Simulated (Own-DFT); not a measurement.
# Response to strain: C40 NbSi2, 36 atoms (Nb12Si24)

Calculated results; nothing here was measured. The program, named Own-DFT, is a retired in-house plane-wave density functional code that no person has reviewed. Each row is one single-point run on a periodic cell that was not relaxed, without spin or spin-orbit coupling.

Settings of every run: PBEsol; PseudoDojo norm-conserving scalar-relativistic files, made for PBE; cutoff 42 hartree; 4 x 4 x 5 k mesh centred on Gamma; cold (Marzari-Vanderbilt) smearing of 0.2 eV.

Known limits: forces on such cells failed a check on a denser k mesh; stress not checked against mesh or cutoff.

Unstrained cell vectors in Å: (0.000, 8.324, 0.000); (-9.613, 0.000, 0.000); (0.000, 0.000, 6.586). The unstrained cell was taken from the Materials Project. The random moves and any unrelaxed bonds add to the pressure at no strain. Each run strains this cell uniformly, with the atoms carried along. Every atom was also moved at random, by a Gaussian of width 0.05 Å on each axis. Strain is the symmetric tensor, in per cent. Stress is positive in tension, and the pressure is minus a third of its trace.

```
run,e_xx (%),e_yy (%),e_zz (%),e_yz (%),e_xz (%),e_xy (%),s_xx (GPa),s_yy (GPa),s_zz (GPa),s_yz (GPa),s_xz (GPa),s_xy (GPa),P (GPa),E (meV/atom)
1,-1.11,1.81,-0.22,-0.51,-0.23,-1.16,-2.31,6.68,-1.52,-1.02,-1.01,-3.25,-0.95,18.4
2,0.68,-1.60,-1.13,1.87,0.39,-1.50,1.45,-5.81,-6.36,6.73,1.88,-4.36,3.57,18.1
3,-1.63,-1.33,1.90,1.01,0.48,-1.22,-4.92,-3.40,5.69,4.02,1.38,-3.73,0.88,14.0
4,-0.72,0.45,-0.21,-0.80,1.70,-1.83,-2.01,2.15,-1.35,-1.89,4.92,-5.11,0.40,9.8
5,-0.59,-1.78,1.83,-0.84,0.74,1.72,-1.06,-4.65,5.53,-2.43,1.96,5.02,0.06,17.2
6,-1.51,-1.10,0.14,-1.67,-0.86,1.63,-6.29,-4.36,-2.04,-5.38,-2.67,5.07,4.23,27.4
7,0.53,0.15,1.01,-1.47,-1.96,-0.61,4.40,2.95,4.58,-4.90,-5.79,-1.85,-3.98,3.8
8,-1.57,-1.84,-1.10,-0.07,-1.08,-0.63,-6.72,-8.74,-9.42,0.29,-3.56,-2.28,8.29,21.1
9,-0.41,1.16,1.07,0.34,0.25,-1.27,1.50,6.13,5.16,1.38,0.90,-3.64,-4.26,0.0
10,0.98,0.25,0.14,0.60,1.56,0.45,5.32,3.25,1.20,1.83,4.57,1.25,-3.26,1.8
11,1.83,-0.07,0.64,-1.25,-0.59,1.56,7.12,2.86,4.18,-3.52,-1.29,3.85,-4.72,13.1
12,-1.22,-1.41,0.20,0.75,-1.40,1.15,-4.79,-4.55,-2.23,2.75,-4.56,4.04,3.86,14.1
13,-1.70,1.95,-1.39,-1.18,-1.56,0.16,-4.86,5.67,-7.42,-4.99,-4.89,0.65,2.20,24.8
14,1.69,-0.90,1.63,0.92,-1.07,-0.93,7.44,0.86,7.47,2.92,-3.10,-2.34,-5.25,5.8
15,0.59,0.08,2.00,1.87,1.81,-1.63,4.80,2.95,8.10,4.92,5.52,-4.62,-5.28,26.2
16,-1.70,0.23,-1.07,1.42,1.35,-0.86,?,?,?,?,?,?,?,?
```

E is the free energy for each atom above the lowest run shown.

## Worked fit

Each stress component was fitted by least squares to a constant and the strains of the runs shown, as fractions, with shears doubled. Shear strains stay in the fit of a normal stress only where such slopes are resolved. The slopes, in GPa:

| stress | at no strain | per e_xx | per e_yy | per e_zz | scatter |
|---|---|---|---|---|---|
| s_xx | 0.9 | 370 ± 12 | 79 ± 12 | 76 ± 14 | 0.54 |
| s_yy | 1.0 | 82 ± 9 | 380 ± 8 | 95 ± 9 | 0.37 |
| s_zz | -0.7 | 97 ± 11 | 83 ± 10 | 457 ± 12 | 0.48 |

Each shear stress against twice its own strain: yz 151 ± 11, xz 150 ± 3, xy 149 ± 5 GPa. These are stiffnesses along x, y and z of the frame in which the cell vectors are given, which need not be the crystal's axes. The atoms are held to the strained lattice; where symmetry lets them move under strain, relaxing them would lower some slopes. The table should be nearly symmetric about its diagonal, and what it lacks of that shows the noise. A ninth of its sum, 191 ± 4 GPa, estimates the bulk modulus near the mean pressure of these runs, -0.3 GPa.

## Withheld run

Question: what normal stresses and pressure should run 16 give?

The fit gives s_xx = -6.1, s_yy = -0.5, s_zz = -7.1 and P = 4.6 GPa. The calculation gave -6.26, 0.17, -6.72 and P = 4.27 GPa.
